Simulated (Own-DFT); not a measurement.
## Calculated data, Si₃Ge (diamond lattice with Si and Ge gathered in clusters, atoms displaced)

A calculation, not a measurement: plane-wave density functional theory by an unreviewed code, no spin, of a simulated periodic cell, stress positive in tension, run twice, with PBE and with PBEsol, both on files made for PBE, so the change isn't that of files made for PBEsol; forces on such cells passed a denser k mesh, this cell's mesh not checked; the far tail of each file's local potential was reset to the Coulomb form; each entry is a single point on an unrelaxed cell, so the pressure reflects the starting lattice, mostly measured values (interpolated for alloys), from which strain is counted, and rises with the displacements; printed positions are rounded, which can move forces by about a meV/angstrom; the program, named Own-DFT, is a retired in-house code; no spin-orbit coupling; stress was not checked against mesh or cutoff. Program: Own-DFT development build.

Common to all runs: functional PBE, then PBEsol; potential files PseudoDojo norm-conserving, scalar-relativistic, standard set; wave cutoff 42 hartree; occupations Fermi-Dirac; smearing width 0.1 eV; k mesh 3 x 3 x 3 centred on Gamma.

```json
{"entry": 1, "formula": "Si3Ge", "kind": "diamond lattice with Si and Ge gathered in clusters, atoms displaced", "structure": {"cell_angstrom": [[10.9755, 0.0, 0.0], [0.0, 10.9755, 0.0], [0.0, 0.0, 10.9755]], "atoms_fractional": [["Si", 0.99542, 0.9974, 0.99623], ["Ge", 0.00239, 0.24699, 0.2434], ["Si", 0.25702, 0.00493, 0.23209], ["Si", 0.2401, 0.25597, 0.00376], ["Si", 0.12227, 0.13391, 0.12787], ["Ge", 0.125, 0.37127, 0.37022], ["Si", 0.37537, 0.11928, 0.36911], ["Si", 0.3743, 0.38608, 0.12757], ["Si", 0.00483, 0.99229, 0.50493], ["Ge", 0.99197, 0.2509, 0.75958], ["Si", 0.24289, 0.00448, 0.74672], ["Ge", 0.25227, 0.24721, 0.50303], ["Si", 0.12284, 0.12932, 0.62349], ["Si", 0.12858, 0.37001, 0.87943], ["Si", 0.36797, 0.12542, 0.87768], ["Si", 0.37553, 0.38505, 0.63757], ["Si", 0.0067, 0.49088, 0.00513], ["Ge", 0.99319, 0.74408, 0.25474], ["Ge", 0.24651, 0.49743, 0.25255], ["Si", 0.24483, 0.75126, 0.00199], ["Si", 0.12698, 0.61123, 0.12954], ["Si", 0.12788, 0.87723, 0.3692], ["Si", 0.37309, 0.63094, 0.37523], ["Si", 0.37793, 0.87494, 0.1215], ["Ge", 0.99645, 0.506, 0.49443], ["Ge", 0.00074, 0.75373, 0.75503], ["Ge", 0.26279, 0.49892, 0.74388], ["Ge", 0.25441, 0.74506, 0.50161], ["Ge", 0.11964, 0.62842, 0.63403], ["Si", 0.11997, 0.87257, 0.86833], ["Si", 0.38124, 0.63003, 0.86985], ["Si", 0.37772, 0.87515, 0.62399], ["Si", 0.49505, 0.9995, 0.98983], ["Si", 0.50153, 0.2396, 0.25909], ["Si", 0.75279, 0.00643, 0.25079], ["Si", 0.74074, 0.2475, 0.99286], ["Si", 0.62558, 0.12231, 0.12772], ["Si", 0.63646, 0.37296, 0.38076], ["Si", 0.86699, 0.12751, 0.37307], ["Si", 0.86946, 0.38153, 0.13181], ["Si", 0.50821, 0.99873, 0.50682], ["Si", 0.50066, 0.24717, 0.75047], ["Si", 0.75401, 0.00603, 0.75715], ["Ge", 0.74193, 0.24457, 0.49713], ["Si", 0.62357, 0.11906, 0.62055], ["Si", 0.6238, 0.37115, 0.87534], ["Si", 0.87784, 0.11288, 0.87309], ["Ge", 0.87207, 0.37335, 0.63288], ["Si", 0.49397, 0.50309, 0.99103], ["Si", 0.49825, 0.75338, 0.25557], ["Ge", 0.7514, 0.50144, 0.25046], ["Si", 0.7437, 0.74708, 0.99668], ["Si", 0.62643, 0.62897, 0.12872], ["Si", 0.63035, 0.87893, 0.36744], ["Ge", 0.8757, 0.62084, 0.3668], ["Si", 0.87078, 0.88053, 0.12239], ["Si", 0.4958, 0.50058, 0.49603], ["Si", 0.50011, 0.744, 0.74985], ["Ge", 0.75179, 0.49695, 0.75856], ["Si", 0.74497, 0.75465, 0.50325], ["Si", 0.62607, 0.62376, 0.61691], ["Si", 0.6285, 0.8736, 0.87626], ["Si", 0.87898, 0.63465, 0.87463], ["Si", 0.88014, 0.88174, 0.62923]]}, "results": {"PBE_pressure [GPa]": 3.22, "PBE_stress_xx [GPa]": -3.24, "PBE_stress_yy [GPa]": -3.26, "PBE_stress_zz [GPa]": -3.15, "PBE_stress_yz [GPa]": 0.36, "PBE_stress_xz [GPa]": 0.48, "PBE_stress_xy [GPa]": 0.1, "PBEsol_pressure [GPa]": 1.42, "PBEsol_stress_xx [GPa]": -1.44, "PBEsol_stress_yy [GPa]": -1.46, "PBEsol_stress_zz [GPa]": -1.36, "PBEsol_stress_yz [GPa]": 0.37, "PBEsol_stress_xz [GPa]": 0.48, "PBEsol_stress_xy [GPa]": 0.09, "force_element": ["Si", "Ge", "Si", "Si", "Si", "Ge", "Si", "Si", "Si", "Ge", "Si", "Ge", "Si", "Si", "Si", "Si", "Si", "Ge", "Ge", "Si", "Si", "Si", "Si", "Si", "Ge", "Ge", "Ge", "Ge", "Ge", "Si", "Si", "Si", "Si", "Si", "Si", "Si", "Si", "Si", "Si", "Si", "Si", "Si", "Si", "Ge", "Si", "Si", "Si", "Ge", "Si", "Si", "Ge", "Si", "Si", "Si", "Ge", "Si", "Si", "Si", "Ge", "Si", "Si", "Si", "Si", "Si"], "PBE_force_x [eV/angstrom]": [1.191, -2.089, -0.945, 1.845, 0.633, -0.27, 0.056, 0.699, -0.176, 1.377, 0.644, 0.704, -0.668, -0.346, -0.276, 2.384, -1.005, 1.702, 1.361, 0.25, -0.705, 0.393, 0.597, 0.093, 0.603, -1.132, -2.929, -0.855, 0.803, 1.414, -1.313, 0.003, 0.781, 0.508, -0.194, 1.43, -0.739, -2.563, 1.837, 0.593, -1.241, -0.278, -1.087, 1.254, 0.31, -0.903, -0.598, 0.014, 1.019, 0.276, -1.441, 0.922, -1.177, -0.365, -1.612, -0.149, 0.549, 1.038, -0.57, 1.036, -0.457, -0.748, -0.282, -1.205], "PBE_force_y [eV/angstrom]": [-0.096, 0.717, -0.32, -0.491, -2.014, -0.18, -0.461, -1.721, 1.283, -0.578, -0.514, 0.468, -0.437, 1.073, 0.488, -2.945, 0.857, 1.697, 0.711, -0.575, 1.889, 0.034, -1.193, -0.394, -1.252, 0.18, 1.707, 1.329, -0.855, 1.306, 0.13, 0.207, -0.065, 1.832, -0.664, -0.358, 0.075, 0.723, -0.716, -1.631, -0.895, -0.034, -1.268, -0.056, 0.672, 0.285, 1.819, 0.043, -0.199, 0.088, -0.296, 0.56, -0.356, -0.034, 1.094, -0.847, -0.209, 1.246, 1.305, 0.177, -0.24, 0.148, -1.681, -0.57], "PBE_force_z [eV/angstrom]": [0.834, 1.157, 1.321, 0.618, -1.884, 1.312, 1.28, -0.45, -1.164, -0.371, 0.041, -0.085, 0.438, -0.992, -0.329, -3.074, -0.538, -1.992, 0.392, -0.215, -0.972, -0.013, -0.395, -0.566, 1.161, -0.732, 2.764, 0.121, -1.118, 1.607, 1.027, 0.75, 1.012, -1.049, -0.713, 1.258, -0.832, -1.058, 0.595, -2.11, -1.781, -0.066, -1.447, 1.298, 1.73, 0.043, 1.282, -1.505, 1.174, -0.674, -0.17, 0.793, -0.674, 1.069, 2.235, 0.06, 0.103, -0.926, -0.319, -0.532, 0.872, -0.792, 1.388, -0.193], "PBEsol_force_x [eV/angstrom]": [1.2, -2.004, -0.937, 1.836, 0.55, -0.253, -0.001, 0.642, -0.168, 1.301, 0.633, 0.646, -0.662, -0.356, -0.283, 2.258, -1.004, 1.607, 1.271, 0.234, -0.675, 0.392, 0.484, 0.114, 0.579, -1.063, -2.917, -0.879, 0.787, 1.342, -1.363, -0.046, 0.776, 0.508, -0.189, 1.431, -0.734, -2.42, 1.822, 0.569, -1.232, -0.275, -1.095, 1.257, 0.373, -0.847, -0.529, 0.012, 1.012, 0.265, -1.344, 0.912, -1.12, -0.355, -1.518, -0.118, 0.527, 1.038, -0.51, 1.065, -0.413, -0.738, -0.247, -1.148], "PBEsol_force_y [eV/angstrom]": [-0.099, 0.756, -0.314, -0.487, -1.931, -0.162, -0.434, -1.653, 1.265, -0.519, -0.511, 0.496, -0.323, 1.068, 0.495, -2.872, 0.834, 1.584, 0.644, -0.573, 1.85, -0.043, -1.174, -0.404, -1.212, 0.123, 1.717, 1.259, -0.82, 1.23, 0.092, 0.159, -0.059, 1.822, -0.653, -0.365, 0.064, 0.711, -0.606, -1.6, -0.894, -0.046, -1.254, -0.026, 0.724, 0.344, 1.869, 0.046, -0.199, 0.086, -0.239, 0.541, -0.404, -0.029, 1.027, -0.881, -0.22, 1.23, 1.227, 0.15, -0.29, 0.154, -1.655, -0.614], "PBEsol_force_z [eV/angstrom]": [0.832, 1.18, 1.29, 0.63, -1.796, 1.258, 1.325, -0.384, -1.156, -0.412, 0.034, -0.12, 0.419, -1.095, -0.319, -3.009, -0.54, -1.887, 0.435, -0.207, -0.855, -0.024, -0.374, -0.565, 1.113, -0.77, 2.678, 0.159, -1.095, 1.521, 0.975, 0.701, 0.99, -1.03, -0.705, 1.237, -0.829, -1.034, 0.618, -1.982, -1.776, -0.071, -1.438, 1.297, 1.669, -0.011, 1.229, -1.437, 1.152, -0.66, -0.105, 0.783, -0.61, 1.043, 2.129, 0.098, 0.09, -0.927, -0.359, -0.555, 0.899, -0.787, 1.277, -0.136], "rms_change_of_force_components_from_PBE_to_PBEsol [eV/angstrom]": 0.049}}
{"entry": 2, "formula": "Si3Ge", "kind": "diamond lattice with Si and Ge gathered in clusters, atoms displaced", "structure": {"cell_angstrom": [[10.9755, 0.0, 0.0], [0.0, 10.9755, 0.0], [0.0, 0.0, 10.9755]], "atoms_fractional": [["Si", 0.99485, 0.99892, 0.00256], ["Ge", 0.00021, 0.25435, 0.25251], ["Si", 0.23819, 0.99187, 0.24541], ["Si", 0.24573, 0.24112, 0.99526], ["Si", 0.12848, 0.11636, 0.12915], ["Si", 0.12393, 0.36894, 0.38098], ["Si", 0.37829, 0.12481, 0.36652], ["Si", 0.36694, 0.36326, 0.12436], ["Ge", 0.99424, 0.00487, 0.5061], ["Ge", 0.00244, 0.25438, 0.74876], ["Si", 0.25243, 0.99409, 0.75124], ["Si", 0.24732, 0.25387, 0.50874], ["Si", 0.13785, 0.12822, 0.62373], ["Si", 0.12153, 0.36562, 0.87498], ["Si", 0.36942, 0.12006, 0.87632], ["Si", 0.36949, 0.37562, 0.62773], ["Si", 0.00831, 0.50114, 0.99326], ["Si", 0.00226, 0.75033, 0.2522], ["Si", 0.24767, 0.5045, 0.25654], ["Si", 0.24639, 0.75575, 0.00097], ["Si", 0.12705, 0.62662, 0.12784], ["Si", 0.12633, 0.87718, 0.37702], ["Si", 0.38129, 0.62476, 0.37495], ["Si", 0.37841, 0.87839, 0.12388], ["Ge", 0.00387, 0.49812, 0.49104], ["Si", 0.00603, 0.75857, 0.74699], ["Si", 0.24945, 0.50578, 0.74238], ["Si", 0.25715, 0.75554, 0.50974], ["Si", 0.11933, 0.6267, 0.63284], ["Si", 0.12717, 0.87935, 0.87545], ["Si", 0.36875, 0.6263, 0.87534], ["Si", 0.37229, 0.87254, 0.62245], ["Si", 0.50397, 0.99134, 0.00201], ["Ge", 0.49943, 0.24618, 0.24885], ["Ge", 0.75894, 0.00594, 0.25671], ["Si", 0.75052, 0.25396, 0.997], ["Si", 0.62759, 0.13126, 0.12588], ["Ge", 0.62366, 0.37422, 0.38128], ["Ge", 0.87551, 0.12938, 0.37217], ["Si", 0.8683, 0.37072, 0.12661], ["Ge", 0.49882, 0.99624, 0.50306], ["Ge", 0.50265, 0.24796, 0.76024], ["Ge", 0.75106, 0.00232, 0.74902], ["Ge", 0.74808, 0.2511, 0.49598], ["Ge", 0.6307, 0.12869, 0.61964], ["Si", 0.63345, 0.37204, 0.86695], ["Si", 0.87623, 0.12225, 0.8797], ["Ge", 0.87405, 0.37305, 0.6186], ["Si", 0.51761, 0.49925, 0.00799], ["Si", 0.50275, 0.74301, 0.25925], ["Ge", 0.75072, 0.50472, 0.26079], ["Si", 0.74236, 0.74877, 0.00499], ["Si", 0.62422, 0.61951, 0.11899], ["Si", 0.63447, 0.88392, 0.37641], ["Si", 0.87616, 0.61972, 0.3808], ["Si", 0.87844, 0.87911, 0.12672], ["Ge", 0.51109, 0.49075, 0.5057], ["Si", 0.50288, 0.74059, 0.75298], ["Si", 0.74987, 0.49686, 0.74957], ["Si", 0.74051, 0.75967, 0.5012], ["Si", 0.62328, 0.63178, 0.61455], ["Si", 0.62025, 0.87323, 0.86423], ["Si", 0.86573, 0.63291, 0.87265], ["Si", 0.87201, 0.88127, 0.62311]]}, "results": {"PBE_pressure [GPa]": 3.11, "PBE_stress_xx [GPa]": -3.02, "PBE_stress_yy [GPa]": -3.21, "PBE_stress_zz [GPa]": -3.09, "PBE_stress_yz [GPa]": -0.21, "PBE_stress_xz [GPa]": -0.1, "PBE_stress_xy [GPa]": -1.08, "PBEsol_pressure [GPa]": 1.31, "PBEsol_stress_xx [GPa]": -1.22, "PBEsol_stress_yy [GPa]": -1.42, "PBEsol_stress_zz [GPa]": -1.3, "PBEsol_stress_yz [GPa]": -0.21, "PBEsol_stress_xz [GPa]": -0.1, "PBEsol_stress_xy [GPa]": -1.08, "force_element": ["Si", "Ge", "Si", "Si", "Si", "Si", "Si", "Si", "Ge", "Ge", "Si", "Si", "Si", "Si", "Si", "Si", "Si", "Si", "Si", "Si", "Si", "Si", "Si", "Si", "Ge", "Si", "Si", "Si", "Si", "Si", "Si", "Si", "Si", "Ge", "Ge", "Si", "Si", "Ge", "Ge", "Si", "Ge", "Ge", "Ge", "Ge", "Ge", "Si", "Si", "Ge", "Si", "Si", "Ge", "Si", "Si", "Si", "Si", "Si", "Ge", "Si", "Si", "Si", "Si", "Si", "Si", "Si"], "PBE_force_x [eV/angstrom]": [0.993, 0.562, 2.163, -0.129, -1.18, 1.207, -1.715, 0.469, 1.416, -0.399, 0.06, 1.353, -1.287, 1.315, 0.962, 0.866, -1.377, -0.361, 0.344, 0.633, -0.231, -0.404, -0.724, -0.351, 0.125, -1.49, -0.273, -1.541, 0.603, -0.644, 0.826, 1.342, 0.054, -0.007, -1.136, 0.105, 0.261, 0.179, 0.856, 0.944, -0.179, -1.052, 0.097, 0.726, -1.187, -0.443, -0.025, 0.123, -3.018, 0.671, -0.235, 0.571, 0.819, -1.463, -0.222, -0.552, -2.441, -1.075, 0.156, 1.903, 0.511, 0.463, 1.273, 0.186], "PBE_force_y [eV/angstrom]": [0.214, -0.347, 0.306, 0.091, 1.07, 0.576, -0.822, 1.61, 0.182, -1.621, 0.627, -0.32, -1.046, 1.704, -0.645, 0.042, 0.155, -0.142, -0.933, -0.363, -0.089, -0.788, -0.494, -1.151, 0.473, -0.06, -0.869, -1.611, 0.249, -0.088, -0.472, 0.164, 1.331, 0.68, -0.597, -0.752, -1.075, -0.464, 0.447, 1.378, 0.532, -0.13, -0.082, -0.217, -0.41, 0.89, 0.653, 0.834, -1.986, 1.339, -0.552, 1.031, 1.632, -0.912, 2.394, -1.235, 1.334, 0.468, 1.334, -0.709, -0.72, -0.244, -0.462, -1.329], "PBE_force_z [eV/angstrom]": [-0.239, -1.163, 0.691, 0.579, -0.984, -0.732, 1.229, -0.168, -0.524, -0.3, -0.511, -1.736, 1.11, 0.112, 0.431, 0.425, 0.722, 0.189, -0.402, 0.183, -0.351, 0.766, 1.298, 0.86, 1.497, 0.566, 1.403, -1.668, -1.349, 0.3, 0.672, 1.924, -0.443, -0.259, -1.93, 0.116, -0.87, -1.886, 1.14, -0.459, -0.744, -1.003, 0.585, -0.038, 0.872, 1.421, -0.171, 0.64, -2.121, -1.45, -1.548, -0.612, 2.496, -0.545, -0.143, 0.09, 0.442, -0.83, -0.947, -0.218, 1.789, 1.26, 0.072, 0.467], "PBEsol_force_x [eV/angstrom]": [0.989, 0.494, 2.147, -0.138, -1.213, 1.084, -1.61, 0.502, 1.339, -0.434, 0.058, 1.35, -1.365, 1.25, 1.003, 0.956, -1.361, -0.362, 0.336, 0.621, -0.226, -0.448, -0.686, -0.346, 0.08, -1.473, -0.271, -1.537, 0.545, -0.636, 0.807, 1.401, 0.072, 0.039, -1.052, 0.099, 0.25, 0.185, 0.817, 0.938, -0.123, -0.989, 0.058, 0.705, -1.142, -0.501, -0.037, 0.15, -2.991, 0.686, -0.272, 0.56, 0.861, -1.445, -0.227, -0.597, -2.323, -1.066, 0.195, 1.889, 0.46, 0.514, 1.253, 0.178], "PBEsol_force_y [eV/angstrom]": [0.214, -0.386, 0.287, 0.084, 1.113, 0.567, -0.797, 1.551, 0.226, -1.55, 0.611, -0.311, -1.047, 1.627, -0.599, 0.037, 0.161, -0.141, -0.927, -0.353, -0.089, -0.744, -0.538, -1.141, 0.413, -0.042, -0.862, -1.616, 0.201, -0.079, -0.469, 0.225, 1.322, 0.697, -0.514, -0.745, -1.05, -0.441, 0.43, 1.366, 0.561, -0.159, -0.033, -0.209, -0.402, 0.817, 0.65, 0.765, -1.996, 1.332, -0.592, 1.039, 1.59, -0.781, 2.26, -1.178, 1.241, 0.445, 1.278, -0.699, -0.779, -0.186, -0.447, -1.21], "PBEsol_force_z [eV/angstrom]": [-0.236, -1.079, 0.69, 0.571, -0.942, -0.731, 1.199, -0.124, -0.554, -0.343, -0.51, -1.729, 1.106, 0.038, 0.381, 0.416, 0.711, 0.194, -0.385, 0.189, -0.351, 0.815, 1.336, 0.857, 1.497, 0.563, 1.387, -1.655, -1.388, 0.304, 0.68, 1.87, -0.437, -0.208, -1.823, 0.109, -0.765, -1.81, 1.103, -0.358, -0.693, -1.022, 0.523, -0.036, 0.843, 1.341, -0.268, 0.577, -2.111, -1.427, -1.463, -0.591, 2.534, -0.561, -0.127, 0.142, 0.374, -0.82, -0.995, -0.217, 1.707, 1.182, 0.065, 0.455], "rms_change_of_force_components_from_PBE_to_PBEsol [eV/angstrom]": 0.046}}
{"entry": 3, "formula": "Si3Ge", "kind": "diamond lattice with Si and Ge gathered in clusters, atoms displaced", "structure": {"cell_angstrom": [[10.9755, 0.0, 0.0], [0.0, 10.9755, 0.0], [0.0, 0.0, 10.9755]], "atoms_fractional": [["Si", 0.99858, 0.00713, 0.99662], ["Si", 0.00059, 0.24463, 0.2572], ["Si", 0.2463, 0.00719, 0.25288], ["Si", 0.25382, 0.24864, 0.01159], ["Si", 0.1233, 0.13535, 0.12684], ["Si", 0.12573, 0.37237, 0.37488], ["Ge", 0.36846, 0.12539, 0.37297], ["Si", 0.37729, 0.37963, 0.13321], ["Si", 0.00428, 0.99652, 0.50089], ["Si", 0.00172, 0.26552, 0.74748], ["Si", 0.25436, 0.98897, 0.74123], ["Si", 0.24832, 0.26139, 0.49893], ["Si", 0.12027, 0.11509, 0.61738], ["Si", 0.1179, 0.36982, 0.86915], ["Si", 0.37629, 0.12591, 0.87559], ["Si", 0.37321, 0.37601, 0.61659], ["Si", 0.98713, 0.49897, 0.0064], ["Si", 0.00722, 0.7622, 0.23849], ["Si", 0.25438, 0.50434, 0.25059], ["Si", 0.24363, 0.74933, 0.01257], ["Si", 0.13086, 0.62437, 0.12319], ["Si", 0.11517, 0.87343, 0.37222], ["Ge", 0.37572, 0.62767, 0.36611], ["Ge", 0.37626, 0.87189, 0.12277], ["Si", 0.99908, 0.49772, 0.50255], ["Si", 0.00354, 0.75331, 0.74712], ["Si", 0.24609, 0.50079, 0.73506], ["Si", 0.2501, 0.75344, 0.49737], ["Si", 0.12501, 0.61652, 0.61286], ["Si", 0.12404, 0.8824, 0.87845], ["Si", 0.37364, 0.62293, 0.87827], ["Ge", 0.37729, 0.86679, 0.61984], ["Si", 0.5053, 0.00359, 0.00384], ["Si", 0.49867, 0.24639, 0.24354], ["Ge", 0.75557, 0.01158, 0.24878], ["Si", 0.7526, 0.24147, 0.0086], ["Ge", 0.62213, 0.12593, 0.1164], ["Si", 0.62476, 0.37391, 0.38176], ["Ge", 0.88105, 0.11991, 0.36479], ["Si", 0.86474, 0.36764, 0.12641], ["Ge", 0.50317, 0.00097, 0.49824], ["Si", 0.50588, 0.25918, 0.74686], ["Si", 0.74286, 0.00804, 0.75358], ["Si", 0.7531, 0.26166, 0.49819], ["Ge", 0.62354, 0.12978, 0.62199], ["Si", 0.62429, 0.39472, 0.87683], ["Si", 0.88814, 0.12272, 0.86809], ["Si", 0.87399, 0.374, 0.62544], ["Si", 0.50235, 0.50009, 0.0006], ["Ge", 0.49722, 0.7419, 0.25633], ["Si", 0.75418, 0.49667, 0.24996], ["Si", 0.74514, 0.75686, 0.01562], ["Ge", 0.62082, 0.62374, 0.12735], ["Ge", 0.62903, 0.87777, 0.37355], ["Ge", 0.87708, 0.62752, 0.37512], ["Ge", 0.86822, 0.87801, 0.12062], ["Si", 0.50523, 0.49771, 0.4982], ["Si", 0.50339, 0.74907, 0.74654], ["Si", 0.74668, 0.50646, 0.73995], ["Ge", 0.74233, 0.74968, 0.50493], ["Ge", 0.61586, 0.63018, 0.62192], ["Si", 0.62927, 0.86741, 0.86584], ["Si", 0.8712, 0.62965, 0.87213], ["Si", 0.86658, 0.87116, 0.62208]]}, "results": {"PBE_pressure [GPa]": 3.25, "PBE_stress_xx [GPa]": -3.46, "PBE_stress_yy [GPa]": -3.18, "PBE_stress_zz [GPa]": -3.11, "PBE_stress_yz [GPa]": -0.87, "PBE_stress_xz [GPa]": -0.93, "PBE_stress_xy [GPa]": -1.44, "PBEsol_pressure [GPa]": 1.44, "PBEsol_stress_xx [GPa]": -1.64, "PBEsol_stress_yy [GPa]": -1.37, "PBEsol_stress_zz [GPa]": -1.32, "PBEsol_stress_yz [GPa]": -0.87, "PBEsol_stress_xz [GPa]": -0.94, "PBEsol_stress_xy [GPa]": -1.42, "force_element": ["Si", "Si", "Si", "Si", "Si", "Si", "Ge", "Si", "Si", "Si", "Si", "Si", "Si", "Si", "Si", "Si", "Si", "Si", "Si", "Si", "Si", "Si", "Ge", "Ge", "Si", "Si", "Si", "Si", "Si", "Si", "Si", "Ge", "Si", "Si", "Ge", "Si", "Ge", "Si", "Ge", "Si", "Ge", "Si", "Si", "Si", "Ge", "Si", "Si", "Si", "Si", "Ge", "Si", "Si", "Ge", "Ge", "Ge", "Ge", "Si", "Si", "Si", "Ge", "Ge", "Si", "Si", "Si"], "PBE_force_x [eV/angstrom]": [0.743, 0.431, -0.842, -0.055, -0.142, -0.38, 0.534, 0.117, -1.747, -0.579, -0.606, -0.321, 1.255, 1.829, 0.135, 0.775, 0.779, -0.719, -1.252, 0.675, -1.571, 1.719, -1.083, -0.083, -0.235, -0.164, 0.48, -1.035, 0.034, 0.392, -0.479, 0.364, -1.068, 0.208, -1.744, 0.398, 0.151, 0.029, 0.318, 1.363, -0.735, -0.999, 1.269, 0.357, 0.708, 1.133, -1.51, -0.196, -1.372, 1.394, -0.801, -0.519, 0.812, -0.073, 0.411, 1.63, -1.342, -1.296, 0.527, 1.001, 0.229, -0.196, -0.032, 0.977], "PBE_force_y [eV/angstrom]": [-0.26, 1.845, -1.28, 0.738, -1.222, 0.991, 0.903, -0.171, -0.874, -2.942, 1.445, -1.834, 1.909, 1.779, 0.041, 0.303, -0.045, -1.633, -0.857, 0.451, -0.925, 0.748, -1.343, 1.018, -0.58, -0.331, -0.416, -0.952, 1.825, -0.899, 0.358, 0.357, -1.693, 0.664, -1.442, 1.074, 0.253, 0.078, 1.045, 0.156, 0.101, 0.26, -0.827, -1.679, 0.669, -2.225, 1.236, 0.985, 0.329, 2.34, -0.058, -1.41, -0.52, -0.027, 0.191, 1.053, 0.161, -0.161, -0.038, 0.109, -1.348, 1.059, 0.216, 1.303], "PBE_force_z [eV/angstrom]": [0.655, -1.452, -0.819, -1.579, 0.053, -0.332, 0.429, -0.932, -0.451, -0.95, 1.201, 0.152, 1.221, 1.947, -0.345, 0.886, -0.947, 0.287, -0.186, -2.581, 0.684, 0.324, 2.914, 0.807, -0.885, 0.037, 1.718, -0.872, 0.792, -0.291, -0.513, 0.247, -2.275, 1.219, -0.916, -2.83, 1.402, -1.748, 3.221, 0.825, -0.185, 0.904, -0.372, -0.179, 0.216, -0.649, -0.113, -0.061, 0.293, -1.416, 0.495, -2.902, 0.141, -0.555, -0.598, 0.339, -0.284, 1.486, 0.982, -1.04, 0.168, 1.539, 0.536, 1.134], "PBEsol_force_x [eV/angstrom]": [0.693, 0.355, -0.741, -0.038, -0.155, -0.379, 0.565, 0.117, -1.781, -0.568, -0.537, -0.284, 1.245, 1.831, 0.128, 0.779, 0.765, -0.801, -1.184, 0.73, -1.566, 1.703, -0.987, -0.043, -0.29, -0.14, 0.476, -0.921, 0.03, 0.391, -0.479, 0.401, -1.03, 0.221, -1.675, 0.33, 0.189, 0.014, 0.243, 1.352, -0.706, -0.928, 1.198, 0.351, 0.648, 1.141, -1.489, -0.2, -1.32, 1.345, -0.793, -0.509, 0.747, -0.082, 0.355, 1.552, -1.315, -1.28, 0.472, 0.916, 0.273, -0.187, -0.045, 0.895], "PBEsol_force_y [eV/angstrom]": [-0.303, 1.766, -1.254, 0.739, -1.214, 0.987, 0.845, -0.16, -0.835, -2.906, 1.371, -1.862, 1.897, 1.77, 0.039, 0.298, -0.044, -1.6, -0.784, 0.518, -0.943, 0.736, -1.246, 0.952, -0.542, -0.32, -0.415, -0.918, 1.814, -0.887, 0.355, 0.384, -1.667, 0.554, -1.404, 0.98, 0.207, 0.068, 0.96, 0.141, 0.093, 0.216, -0.757, -1.745, 0.603, -2.2, 1.229, 0.972, 0.381, 2.26, 0.043, -1.381, -0.462, -0.036, 0.22, 1.078, 0.266, -0.168, 0.016, 0.071, -1.265, 1.03, 0.222, 1.236], "PBEsol_force_z [eV/angstrom]": [0.723, -1.369, -0.786, -1.557, 0.047, -0.346, 0.448, -0.918, -0.491, -0.961, 1.126, 0.124, 1.217, 1.951, -0.351, 0.875, -0.924, 0.248, -0.118, -2.504, 0.683, 0.324, 2.788, 0.832, -0.921, 0.029, 1.707, -0.852, 0.768, -0.282, -0.509, 0.197, -2.142, 1.206, -0.887, -2.76, 1.42, -1.748, 3.082, 0.82, -0.178, 0.85, -0.412, -0.175, 0.161, -0.644, -0.135, -0.057, 0.364, -1.378, 0.504, -2.746, 0.186, -0.52, -0.551, 0.382, -0.262, 1.356, 0.902, -1.047, 0.104, 1.514, 0.526, 1.067], "rms_change_of_force_components_from_PBE_to_PBEsol [eV/angstrom]": 0.05}}
```
